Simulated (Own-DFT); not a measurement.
# One host, several defects: C40 NbSi2

The numbers are computed, not measured, by runs of the plane-wave DFT program Own-DFT (in-house, retired, unreviewed) at fixed positions, with no spin and no spin-orbit coupling.

Settings: PBE; PseudoDojo norm-conserving scalar-relativistic files; cutoff 42 hartree; 4 x 4 x 5 k mesh centred on Gamma; cold (Marzari-Vanderbilt) smearing of 0.2 eV.

Keep in mind: forces on such cells failed a check on a denser k mesh; stress not checked against mesh or cutoff.

All runs share one cell, with vectors in Å (0.000, 8.324, 0.000); (-9.613, 0.000, 0.000); (0.000, 0.000, 6.586) and a volume of 527.0 Å³. The atoms are randomly displaced, by u rms on each axis. The defect's site can differ from row to row.

```
                    cell   formula   u (Å)  P (GPa)
               no defect  Nb12Si24  0.0196     1.48
               no defect  Nb12Si24  0.0463     2.48
               no defect  Nb12Si24  0.0510     2.84
two Si on a Nb site each  Nb10Si26  0.0284     1.87
two Si on a Nb site each  Nb10Si26  0.0328     1.56
two Si on a Nb site each  Nb10Si26  0.0516     2.54
two Nb on a Si site each  Nb14Si22  0.0301     7.32
two Nb on a Si site each  Nb14Si22  0.0332     7.62
two Nb on a Si site each  Nb14Si22  0.0506     7.79
          one Si vacancy  Nb12Si23  0.0273     0.93
          one Si vacancy  Nb12Si23  0.0283     1.20
          one Si vacancy  Nb12Si23  0.0471     1.53
          one Si vacancy  Nb12Si23  0.0548        ?
```

## Working it out

P = P0 + c u² + a shift for each defect gives P0 = 1.52 GPa, c = 432 ± 78 GPa/Å² and a scatter of 0.22 GPa. The shifts, and each times the cell's volume:

- two Nb on a Si site each: 5.39 ± 0.18 GPa, 17.7 eV (8.9 eV for each of its 2 sites)
- two Si on a Nb site each: -0.19 ± 0.18 GPa, -0.6 eV (-0.3 eV for each of its 2 sites) (not resolved)
- one Si vacancy: -0.85 ± 0.18 GPa, -2.8 eV

A positive shift means that the defect pushes the cell outwards. Shift times volume (160.2 GPa Å³ is 1 eV) depends little on the cell's size, so, taken for each site, it can be compared between cells at like pressure. The atoms around the defects weren't relaxed, which would change these numbers.

## Prediction

Asked: what pressure belongs in the blank (one Si vacancy, u = 0.0548 Å)?

From the fit: 1.97 ± 0.29 GPa. The hidden result is 1.71 GPa.
